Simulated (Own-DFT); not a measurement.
Si12O23 (quartz with two neutral oxygen vacancies, strained, atoms displaced) (calculated)

A calculation, not a measurement: plane-wave PBE and HSE06 DFT by an unreviewed code, no spin, of a simulated cell at Gamma alone, so results move with cell size and shape, stress positive in tension, energies less offsets, not probed for a lower state with spin; oxygen file: force components 24 meV/angstrom off all-electron in a glass; k mesh not checked against a denser one; forces and stress are PBE's, HSE06 gives the energy alone, and its difference from PBE has offsets of its own; offsets are fitted by least squares, one for each functional and potential file, so energies compare only between cells with the same atoms and settings and are not formation energies; the far tail of each file's local potential was reset to the Coulomb form; each entry is a single point on an unrelaxed cell, so the pressure reflects the starting lattice, mostly measured values (interpolated for alloys), from which strain is counted, and rises with the displacements; printed positions are rounded, which can move forces by about a meV/angstrom; the program, named Own-DFT, is a retired in-house code; no spin-orbit coupling. Program: Own-DFT development build.

Common to all runs: first functional PBE; second functional HSE06; exact exchange share 0.25; screening 0.11 1/bohr; exchange divergence Gygi-Baldereschi; potential files PseudoDojo norm-conserving, scalar-relativistic, made for PBE, standard set; wave cutoff 48 hartree; occupations fixed; k mesh 1 x 1 x 1 centred on Gamma.

(1) Si12O23 (quartz with two neutral oxygen vacancies, strained, atoms displaced)

```
Si12O23
1.0
      9.9234     0.0147     0.1273
     -4.9490     8.5106     0.0277
      0.1400     0.1160    10.9893
Si O Si O Si O Si O Si O Si O Si O Si O
3 6 3 6 3 6 3 6 3 5 3 6 3 6 3 5
Direct
  0.23441 0.99872 0.00633
  0.00418 0.23963 0.33161
  0.26425 0.26456 0.16774
  0.20958 0.13218 0.06431
  0.42713 0.29502 0.22604
  0.36215 0.06773 0.39101
  0.07190 0.37190 0.44234
  0.12552 0.21094 0.27550
  0.29368 0.41946 0.11007
  0.23809 0.00167 0.50148
  1.00001 0.23215 0.83909
  0.26501 0.26172 0.66805
  0.20489 0.13651 0.56332
  0.42845 0.28996 0.72290
  0.36550 0.07442 0.89306
  0.07777 0.36601 0.93613
  0.13118 0.20442 0.77300
  0.29376 0.42368 0.60236
  0.23408 0.50099 0.99694
  0.99769 0.73285 0.33691
  0.26177 0.76181 0.16726
  0.20372 0.63157 0.05909
  0.42410 0.79215 0.22559
  0.36470 0.57464 0.39427
  0.06970 0.86224 0.43899
  0.13185 0.70645 0.27702
  0.29433 0.92484 0.10661
  0.22481 0.49392 0.50094
  0.00279 0.73500 0.82716
  0.26619 0.76115 0.66517
  0.20570 0.63034 0.55583
  0.42998 0.79490 0.72126
  0.36691 0.57585 0.89569
  0.07379 0.86912 0.94442
  0.13091 0.70341 0.77441
  0.29152 0.93063 0.61084
  0.73906 0.99951 0.99568
  0.50192 0.23696 0.33256
  0.76119 0.26686 0.16634
  0.93008 0.29041 0.22839
  0.86263 0.06994 0.39323
  0.57200 0.36497 0.44379
  0.63292 0.20426 0.27411
  0.79003 0.41967 0.10412
  0.73036 0.99580 0.49736
  0.49854 0.23434 0.82848
  0.76684 0.26382 0.66149
  0.71206 0.13387 0.56335
  0.92841 0.29709 0.72675
  0.86485 0.06595 0.89635
  0.57686 0.37124 0.94093
  0.63738 0.21403 0.77364
  0.79554 0.43123 0.60672
  0.73288 0.50132 0.00089
  0.49948 0.73380 0.33743
  0.76538 0.76817 0.16965
  0.70902 0.63901 0.06224
  0.93078 0.79350 0.22808
  0.86648 0.57655 0.39254
  0.57655 0.86484 0.43726
  0.62487 0.69969 0.27605
  0.79504 0.92424 0.10662
  0.73231 0.50224 0.50147
  0.49984 0.73178 0.83243
  0.76254 0.76844 0.66790
  0.70049 0.62671 0.56264
  0.92773 0.79510 0.72924
  0.86464 0.57183 0.88977
  0.63452 0.70924 0.76993
  0.79140 0.92028 0.60082
```

Results for Si12O23 (quartz with two neutral oxygen vacancies, strained, atoms displaced): PBE energy of cell above offsets -20.648 eV; HSE06 less PBE above offsets 0.619 eV; PBE pressure 3.48 GPa; PBE stress xx -3.96 GPa; PBE stress yy -4.52 GPa; PBE stress zz -1.98 GPa; PBE stress yz 3.43 GPa; PBE stress xz 4.79 GPa; PBE stress xy 0.46 GPa.

Force:
```tsv
element	x (eV/Å)	y (eV/Å)	z (eV/Å)
Si	0.032	-0.753	-2.149
Si	-4.83	-0.3	3.911
Si	0.861	-2.244	1.713
O	-0.732	0.571	0.654
O	0.295	-0.345	0.674
O	0.9	1.259	-0.791
O	-1.523	-2.641	-1.724
O	6.246	-0.898	-2.516
O	-2.578	3.916	-3.31
Si	-2.671	-1.219	0.031
Si	-1.033	0.377	-3.202
Si	0.021	1.342	-0.124
O	0.967	-2.017	-1.604
O	-1.016	0.437	-0.579
O	-0.117	-0.305	0.501
O	-0.109	0.616	1.087
O	-0.041	-0.251	0.694
O	-0.273	0.082	0.324
Si	0.24	-1.609	3.257
Si	0.398	2.179	-1.722
Si	0.83	-0.279	0.75
O	0.021	-0.037	0.228
O	0.537	-0.269	0.668
O	-0.718	-1.399	0.854
O	1.068	2.259	2.004
O	0.739	-0.365	-0.538
O	0.275	0.166	0.251
Si	3.493	0.672	-0.028
Si	-2.195	1.101	3.735
Si	-0.637	0.353	-0.511
O	-1.289	2.354	2.027
O	0.152	-0.57	0.42
O	0.651	-0.8	-0.77
O	0.106	-1.242	-1.425
O	2.747	-0.247	-1.454
O	0.642	-1.095	0.254
Si	-4.938	-2.268	4.441
Si	-1.34	0.146	0.78
Si	4.613	-3.775	-0.19
O	-2.985	0.893	-1.809
O	0.926	1.436	-0.882
O	-0.005	-0.69	-0.878
O	-0.535	-0.329	0.815
O	-1.233	2.927	-1.408
Si	0.92	0.699	0.845
Si	0.502	1.226	2.37
Si	0.256	2.107	2.48
O	-0.188	-1.66	-1.46
O	0.652	-0.834	1.044
O	3.235	2.264	-3.586
O	-0.972	-1.676	-1.339
O	0.724	-0.519	-0.513
O	0.12	-0.438	-0.432
Si	0.422	0.717	-0.451
Si	-1.876	0.271	-2.167
Si	1.591	-1.668	1.374
O	0.489	-0.837	-0.086
O	-1.602	-0.06	-0.652
O	-1.246	-2.86	1.338
O	-0.965	0.378	0.823
O	2.042	0.248	-1.119
O	-0.733	1.682	-0.859
Si	1.338	-1.414	-0.444
Si	-0.098	3.934	0.56
Si	3.918	-1.975	-1.47
O	-1.026	2.284	1.554
O	-1.683	0.343	-1.484
O	0.088	0.174	0.468
O	-0.978	-1.411	1.572
O	-0.89	1.886	-0.825
```

(2) Si12O23 (quartz with two neutral oxygen vacancies, strained, atoms displaced)

```
Si12O23
1.0
      9.7570     0.1183    -0.0836
     -4.7761     8.2920     0.0608
     -0.0919     0.0242    10.8548
Si O Si O Si O Si O Si O Si O Si O Si O
3 6 3 6 3 6 3 6 3 5 3 6 3 5 3 6
Direct
  0.23542 0.00185 0.00388
  0.99998 0.23631 0.32995
  0.26681 0.26448 0.16714
  0.21001 0.13517 0.05807
  0.43123 0.29970 0.22614
  0.36375 0.07268 0.39606
  0.06975 0.36053 0.43827
  0.13792 0.20860 0.26790
  0.29272 0.41969 0.11022
  0.23139 0.99975 0.50274
  0.00201 0.22825 0.83098
  0.26241 0.26599 0.66061
  0.20292 0.13294 0.55878
  0.43141 0.29796 0.72951
  0.36524 0.07390 0.89169
  0.07176 0.36950 0.93775
  0.13093 0.20335 0.77708
  0.29085 0.42266 0.60710
  0.23164 0.49785 0.00013
  0.98842 0.73180 0.33351
  0.26693 0.76811 0.16374
  0.20689 0.63933 0.05874
  0.42537 0.79434 0.22662
  0.36675 0.57640 0.39723
  0.07499 0.86741 0.43996
  0.13539 0.70990 0.27524
  0.29067 0.92724 0.10853
  0.23177 0.49579 0.50435
  0.00152 0.73494 0.83753
  0.26864 0.76802 0.66988
  0.20627 0.63737 0.55945
  0.42563 0.79688 0.72496
  0.36861 0.57382 0.89021
  0.07147 0.86618 0.94076
  0.13931 0.70513 0.77143
  0.28726 0.92582 0.60783
  0.73412 0.99448 0.99574
  0.50633 0.23722 0.33014
  0.76777 0.26899 0.17010
  0.70751 0.13509 0.05762
  0.93402 0.29459 0.22920
  0.57393 0.36670 0.43747
  0.63287 0.20198 0.27234
  0.78864 0.41824 0.10868
  0.73796 0.99852 0.50171
  0.49833 0.23271 0.83802
  0.76424 0.26328 0.66420
  0.70863 0.13493 0.55859
  0.92171 0.29371 0.72647
  0.86688 0.07036 0.89059
  0.57466 0.36674 0.93996
  0.63083 0.20609 0.77335
  0.79848 0.42969 0.60497
  0.73197 0.49667 0.00187
  0.49451 0.72798 0.32878
  0.76274 0.76429 0.16322
  0.70824 0.63926 0.06013
  0.92500 0.78889 0.23167
  0.85987 0.57386 0.38862
  0.63586 0.71055 0.27371
  0.78895 0.93007 0.10928
  0.73309 0.49807 0.49881
  0.49815 0.73866 0.83004
  0.76452 0.76055 0.66443
  0.70901 0.63910 0.56147
  0.92422 0.79131 0.72411
  0.86696 0.57133 0.89484
  0.57351 0.86208 0.93737
  0.62923 0.70905 0.76605
  0.78952 0.92337 0.60769
```

Results for Si12O23 (quartz with two neutral oxygen vacancies, strained, atoms displaced): PBE energy of cell above offsets -18.073 eV; HSE06 less PBE above offsets -0.565 eV; PBE pressure 13.17 GPa; PBE stress xx -11.07 GPa; PBE stress yy -16.14 GPa; PBE stress zz -12.31 GPa; PBE stress yz 1.51 GPa; PBE stress xz -5.44 GPa; PBE stress xy 4.73 GPa.

Force:
```tsv
element	x (eV/Å)	y (eV/Å)	z (eV/Å)
Si	0.504	-0.809	-3.453
Si	2.773	-5.465	4.264
Si	1.37	-2.709	0.983
O	-1.528	1.274	0.494
O	0.754	0.189	-0.322
O	0.794	1.105	-0.818
O	0.761	2.565	2.25
O	-1.125	-0.923	1.751
O	-2.297	5.239	-3.057
Si	1.039	-0.272	-2.622
Si	-3.915	2.293	1.009
Si	2.889	-3.723	5.427
O	-1.417	0.802	0.111
O	-2.429	0.057	-1.67
O	-1.041	-2.572	1.746
O	-0.342	-0.971	-0.381
O	4.272	-0.093	-2.819
O	-0.417	3.529	-0.293
Si	1.549	0.939	-0.489
Si	6.862	1.314	2.757
Si	-1.457	-2.023	3.618
O	0.355	-1.619	-1.487
O	0.146	0.703	-1.142
O	-0.459	-2.174	0.874
O	-1.329	-1.092	-0.36
O	-0.325	-0.152	-0.366
O	0.374	2.029	0.074
Si	-2.061	1.685	-2.918
Si	0.83	-0.732	-2.823
Si	-2.156	-1.108	-2.213
O	0.274	-0.685	-0.133
O	1.888	1.325	0.015
O	-1.055	-1.291	1.325
O	0.221	1.229	1.198
O	-2.593	-0.542	2.56
O	0.805	0.822	1.136
Si	-1.116	2.723	-0.069
Si	-2.047	-2.227	1.561
Si	2.669	-5.533	0.689
O	0.126	0.093	0.194
O	-4.494	2.032	-4.724
O	-0.447	0.255	0.547
O	1.185	-0.337	-0.003
O	-1.684	5.082	-1.717
Si	-0.746	-0.156	-5.975
Si	0.954	0.75	-2.246
Si	-1.77	-0.337	1.749
O	-1.115	-0.269	-0.451
O	2.653	0.073	1.19
O	-0.217	-1.404	0.553
O	-0.716	0.384	1.075
O	1.049	-0.137	-0.541
O	-0.151	0.796	-0.031
Si	0.81	1.378	-0.835
Si	1.702	3.289	2.936
Si	0.398	1.44	3.621
O	0.378	-2.501	-2.381
O	-4.63	2.142	-5.374
O	-0.801	-2.797	1.412
O	0.953	-0.885	-0.671
O	1.191	0.033	0.737
Si	-0.118	1.422	0.082
Si	1.631	-1.866	-0.256
Si	-1.224	1.399	2.939
O	0.395	-3.772	-3.733
O	2.22	0.169	1.542
O	-0.408	-0.83	0.816
O	-0.518	0.92	1.115
O	0.272	-0.504	0.554
O	1.105	1.029	1.471
```

(3) Si12O23 (quartz with two neutral oxygen vacancies, strained, atoms displaced)

```
Si12O23
1.0
      9.9202     0.1633    -0.0861
     -4.8187     8.4495    -0.1040
     -0.0947    -0.1868    10.6513
Si O Si O Si O Si O Si O Si O Si O Si O
3 5 3 6 3 5 3 6 3 6 3 6 3 6 3 6
Direct
  0.23667 0.00207 0.99645
  0.00065 0.22820 0.33198
  0.26892 0.26569 0.16560
  0.42299 0.29755 0.22035
  0.36666 0.06636 0.39324
  0.06982 0.36325 0.44316
  0.13458 0.20531 0.27550
  0.29723 0.42677 0.10455
  0.23380 0.00442 0.50045
  0.99804 0.23873 0.83228
  0.26753 0.27194 0.66736
  0.20867 0.13543 0.56424
  0.42426 0.29572 0.72742
  0.37392 0.07929 0.89369
  0.07583 0.36781 0.94113
  0.13898 0.20652 0.77660
  0.29335 0.42067 0.60626
  0.23344 0.50139 0.00388
  0.99687 0.73458 0.33243
  0.26386 0.76292 0.16961
  0.21181 0.63398 0.05242
  0.43500 0.79230 0.22887
  0.36354 0.57315 0.39333
  0.07271 0.86475 0.44226
  0.13387 0.71046 0.27156
  0.24108 0.50485 0.49988
  0.00117 0.73452 0.83409
  0.26367 0.76618 0.66466
  0.21015 0.62926 0.56289
  0.43338 0.79541 0.72637
  0.36967 0.57349 0.89073
  0.07521 0.87310 0.94557
  0.12770 0.70680 0.76810
  0.28630 0.92359 0.61147
  0.73808 0.00208 0.99967
  0.49284 0.23106 0.33221
  0.76481 0.26668 0.17013
  0.70496 0.12532 0.05801
  0.92876 0.29596 0.22810
  0.87109 0.07375 0.39784
  0.57499 0.36836 0.44229
  0.63136 0.21132 0.27648
  0.79090 0.42194 0.10545
  0.73788 0.99978 0.49858
  0.50003 0.23652 0.83511
  0.76569 0.26707 0.66815
  0.70503 0.13172 0.56387
  0.92346 0.28971 0.72927
  0.86013 0.07399 0.89251
  0.57851 0.36656 0.94338
  0.63775 0.21350 0.77860
  0.79590 0.42301 0.60615
  0.73993 0.49960 0.00217
  0.49944 0.73713 0.33492
  0.76323 0.76320 0.17064
  0.70789 0.63269 0.06325
  0.92748 0.79597 0.22932
  0.87107 0.58020 0.39545
  0.57501 0.86457 0.43903
  0.63039 0.70574 0.27659
  0.79680 0.92580 0.10912
  0.73585 0.49811 0.50312
  0.50518 0.73544 0.82967
  0.76729 0.77174 0.66501
  0.70885 0.63366 0.56384
  0.92732 0.79798 0.72618
  0.86166 0.56856 0.89279
  0.57999 0.87152 0.94244
  0.63610 0.70695 0.77484
  0.79520 0.91819 0.60437
```

Results for Si12O23 (quartz with two neutral oxygen vacancies, strained, atoms displaced): PBE energy of cell above offsets -19.426 eV; HSE06 less PBE above offsets -0.091 eV; PBE pressure 9.1 GPa; PBE stress xx -8 GPa; PBE stress yy -10.07 GPa; PBE stress zz -9.24 GPa; PBE stress yz -3.68 GPa; PBE stress xz -3.51 GPa; PBE stress xy 4.8 GPa.

Force:
```tsv
element	x (eV/Å)	y (eV/Å)	z (eV/Å)
Si	1.954	2.335	4.092
Si	-1.096	0.982	1.229
Si	-4.054	-3.352	-2.932
O	5.016	0.334	3.274
O	-0.351	0.706	-0.151
O	0.981	1.217	0.539
O	1.905	-0.112	-1.285
O	0.193	0.046	0.875
Si	1.261	-1.881	-0.577
Si	3.18	-3.346	1.676
Si	-0.065	-2.793	3.271
O	-0.849	-0.324	-1.27
O	1.588	0.221	0.605
O	-0.739	-1.644	0.361
O	-0.599	0.378	0.747
O	-1.643	0.268	0.337
O	-1.402	4.204	-1.955
Si	4.544	-2.148	-4.602
Si	1.414	-0.52	0.792
Si	0.196	3.382	-2.054
O	-3.314	3.528	2.515
O	-4.254	0.763	-3.493
O	0.916	0.822	-0.934
O	0.183	1.376	0.854
O	-0.132	-0.964	0.78
Si	0.273	-4.196	-1.278
Si	-2.231	-0.495	0.453
Si	1.507	-0.107	2.892
O	-1.946	1.326	0.215
O	-3.013	0.447	-2.136
O	-0.632	-0.176	0.682
O	-1.462	-2.023	-1.485
O	1.616	-0.282	-0.223
O	-0.355	1.889	-1.063
Si	2.583	-2.53	-0.446
Si	-0.24	0.46	0.411
Si	0.093	-2.151	-0.287
O	-3.002	4.533	3.317
O	-0.491	-0.309	-0.287
O	-0.018	-0.459	-0.492
O	-0.786	-0.765	-0.489
O	1.31	-0.177	-1.046
O	1.29	0.191	1.563
Si	-0.116	-0.158	0.453
Si	0.277	0.43	-1.025
Si	-0.84	-1.041	2.184
O	0.178	-1.412	-1.345
O	-1.184	1.234	-2.082
O	1.746	1.557	-1.491
O	-0.609	0.67	0.8
O	0.822	-0.022	-1.053
O	0.043	1.455	-0.068
Si	-1.665	0.578	-1.616
Si	1.88	-3.98	0.667
Si	-0.937	1.049	0.901
O	-0.071	-0.878	-0.885
O	-1.098	0.44	-1.197
O	-0.825	-1.827	0.877
O	0.266	2.783	2.888
O	1.523	-0.194	-0.532
O	-0.018	0.517	0.073
Si	0.543	1.375	-1.7
Si	-0.797	-1.066	3.297
Si	1.23	-4.612	4.442
O	-0.306	-1.212	-1.218
O	0.84	-0.125	0.876
O	1.378	1.741	-1.018
O	-1.075	-1.901	-1.123
O	1.867	0.172	-1.234
O	-2.377	5.775	-2.858
```

(4) Si12O23 (quartz with two neutral oxygen vacancies, strained, atoms displaced)

```
Si12O23
1.0
      9.8228    -0.0002     0.0570
     -4.9116     8.4241    -0.0128
      0.0627     0.0200    10.9052
Si O Si O Si O Si O Si O Si O Si O Si O
3 6 3 6 3 6 3 6 3 6 3 6 3 6 3 4
Direct
  0.23059 0.99991 0.99813
  0.00043 0.23534 0.33495
  0.26265 0.26792 0.16902
  0.21030 0.13294 0.06050
  0.43031 0.29567 0.22578
  0.36737 0.07799 0.39223
  0.07434 0.36557 0.43993
  0.13514 0.21069 0.27439
  0.29314 0.42441 0.10916
  0.23081 0.00345 0.49728
  0.99825 0.23546 0.83258
  0.25917 0.25905 0.66622
  0.20521 0.13225 0.56572
  0.41980 0.28940 0.72320
  0.36241 0.07003 0.89332
  0.07736 0.37075 0.93805
  0.14017 0.21203 0.77433
  0.28975 0.42826 0.61130
  0.23483 0.49518 0.00192
  0.00161 0.73193 0.33551
  0.26344 0.76260 0.16731
  0.20084 0.63096 0.06291
  0.42580 0.79072 0.22891
  0.36859 0.57197 0.38750
  0.07791 0.87053 0.44291
  0.12962 0.69969 0.27398
  0.29285 0.92647 0.10402
  0.23455 0.50119 0.49952
  0.00456 0.73914 0.83057
  0.26611 0.76853 0.66529
  0.21027 0.63756 0.55958
  0.43276 0.79335 0.72777
  0.36474 0.57403 0.89406
  0.07634 0.86944 0.94210
  0.13592 0.70830 0.77506
  0.28926 0.92508 0.61269
  0.73812 0.99395 0.00485
  0.50097 0.23336 0.33172
  0.76353 0.26303 0.17015
  0.70522 0.13098 0.06179
  0.92877 0.29672 0.22467
  0.86476 0.07206 0.39022
  0.57133 0.36432 0.44048
  0.63702 0.20727 0.27361
  0.79073 0.42607 0.11022
  0.73232 0.99366 0.50157
  0.50021 0.23248 0.83243
  0.76109 0.26330 0.66599
  0.70438 0.13700 0.55834
  0.93121 0.29573 0.72283
  0.86399 0.07126 0.89658
  0.57223 0.36701 0.94229
  0.63051 0.20066 0.77408
  0.79319 0.42675 0.60937
  0.73253 0.50444 0.99811
  0.50401 0.73823 0.32754
  0.75817 0.76296 0.16664
  0.70867 0.62960 0.06604
  0.92366 0.79482 0.23270
  0.86463 0.57080 0.39600
  0.57007 0.86824 0.43666
  0.63440 0.70761 0.26772
  0.79630 0.92767 0.10746
  0.73918 0.50304 0.50421
  0.50018 0.73657 0.83007
  0.76905 0.76763 0.66785
  0.70241 0.63327 0.55986
  0.86096 0.56928 0.89308
  0.56873 0.85990 0.93715
  0.63531 0.70611 0.77229
```

Results for Si12O23 (quartz with two neutral oxygen vacancies, strained, atoms displaced): PBE energy of cell above offsets -21.307 eV; HSE06 less PBE above offsets 0.023 eV; PBE pressure 7.46 GPa; PBE stress xx -6.33 GPa; PBE stress yy -8.87 GPa; PBE stress zz -7.18 GPa; PBE stress yz -0.37 GPa; PBE stress xz 4.27 GPa; PBE stress xy -0.95 GPa.

Force:
```tsv
element	x (eV/Å)	y (eV/Å)	z (eV/Å)
Si	2.802	0.647	1.77
Si	-1.211	0.684	-1.479
Si	3.479	-2.251	-0.202
O	-1.675	1.855	1.276
O	-0.809	-0.08	-0.37
O	-0.838	-2.311	1.061
O	-0.496	0.347	0.597
O	-0.168	-0.894	0.851
O	-0.725	2.274	-1.009
Si	3.598	0.695	2.116
Si	0.73	0.14	0.103
Si	0.674	3.719	0.437
O	-0.715	-1.748	-2.394
O	2.687	0.016	1.489
O	0.831	0.467	-1.048
O	-1.099	-1.481	-0.452
O	-2.702	-1.356	2.39
O	-0.222	0.099	-0.84
Si	-0.455	2.105	0.149
Si	-1.823	1.125	-0.547
Si	0.02	1.01	-0.383
O	0.805	-1.274	-0.805
O	-1.49	0.914	-1.947
O	-0.488	-0.551	0.905
O	-1.858	-2.86	-1.675
O	0.605	0.002	0.233
O	0.198	-0.362	0.587
Si	1.855	0.019	-0.092
Si	-3.322	-0.558	0.193
Si	2.414	-1.416	1.638
O	-0.454	-0.132	-0.424
O	-3.14	0.764	-2.885
O	0.442	-0.293	-0.185
O	-2.299	-2.73	-1.697
O	0.907	-0.558	-0.233
O	-1.688	3.281	-2.446
Si	-4.24	0.846	-2.056
Si	0.098	2.405	-0.447
Si	1.014	1.072	-2.54
O	0.437	-0.807	-0.224
O	1.287	-0.207	1.008
O	-0.277	-1.066	0.698
O	0.818	1.003	0.77
O	-1.302	-1.235	1.945
O	-0.684	0.784	-1.122
Si	0.924	-0.047	1.448
Si	-2.224	0.96	0.243
Si	1.589	0.102	1.072
O	0.66	-1.551	-0.984
O	-0.919	-0.376	-0.149
O	1.103	0.674	-1.313
O	-0.819	-1.191	-1.182
O	0.637	-0.14	-0.09
O	-0.091	0.968	0.133
Si	2.308	-3.229	1.624
Si	-0.42	-1.164	2.344
Si	4.782	1.013	-0.556
O	-1.893	1.535	0.024
O	0.009	-0.153	-0.019
O	1	0.313	-0.509
O	-0.221	-0.127	-0.128
O	-2.062	-1.259	2.611
O	1.148	-0.367	1.269
Si	-2.011	-2.145	-0.807
Si	1.086	-2.016	1.232
Si	1.165	1.832	-0.563
O	0.023	0.242	0.115
O	1.635	1.812	-1.758
O	1.347	2.575	2.601
O	-0.277	-0.365	0.627
```
